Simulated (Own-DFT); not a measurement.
# Which arrangement is lower? In48P48, 96 atoms

The numbers are computed, not measured, by runs of the plane-wave DFT program Own-DFT (in-house, retired, unreviewed) at fixed positions, with no spin and no spin-orbit coupling.

All runs used: PBE; PseudoDojo norm-conserving scalar-relativistic files; cutoff 36 hartree; 2 x 3 x 3 k mesh centred on Gamma; Fermi-Dirac smearing of 0.1 eV.

Limits (not all hold for every row): not probed for a lower state with spin; forces on such cells failed a check on a denser k mesh; forces not confirmed at this smearing and k mesh; stress not checked against mesh or cutoff.

All cells hold the same atoms in the same cell, with vectors in Å (17.606, 0.000, 0.000); (0.000, 11.737, 0.000); (0.000, 0.000, 11.737). Atoms are randomly off their ideal sites, by an rms of u per axis. The defect's site can differ from row to row. E is the free energy of the whole cell, counted from the lowest run. The arrangements:

- A: zincblende InP
- B: zincblende InP, with one In on a P site and one P on an In site, 2.5 Å apart

| arrangement | u (Å) | E (eV) | P (GPa) |
|---|---|---|---|
| A | 0.0187 | 0.025 | 3.20 |
| A | 0.0193 | 0.000 | 3.19 |
| A | 0.0197 | 0.033 | 3.19 |
| A | 0.0501 | 3.467 | 3.67 |
| A | 0.0502 | 3.123 | 3.60 |
| A | 0.0528 | 2.988 | 3.56 |
| B | 0.0298 | 4.788 | 3.53 |
| B | 0.0312 | 4.873 | 3.54 |
| B | 0.0321 | 5.169 | 3.57 |
| B | 0.0483 | 6.731 | 3.78 |
| B | 0.0488 | 6.738 | 3.78 |
| B | 0.0519 | 7.632 | 3.88 |

Q: what order do the arrangements take when the shaking is discounted?

## Answer

Fit E = a + b u², with one b for all and one a for each arrangement, and with residuals divided by u², since the noise grows with the moves. Then b = 1416 eV/Å², the scatter at u = 0.04 Å is 0.18 eV, and against A:

- B: 4.06 ± 0.08 eV (higher)

Unrelaxed energies often overstate such gaps, and a small one could reverse once the atoms move.
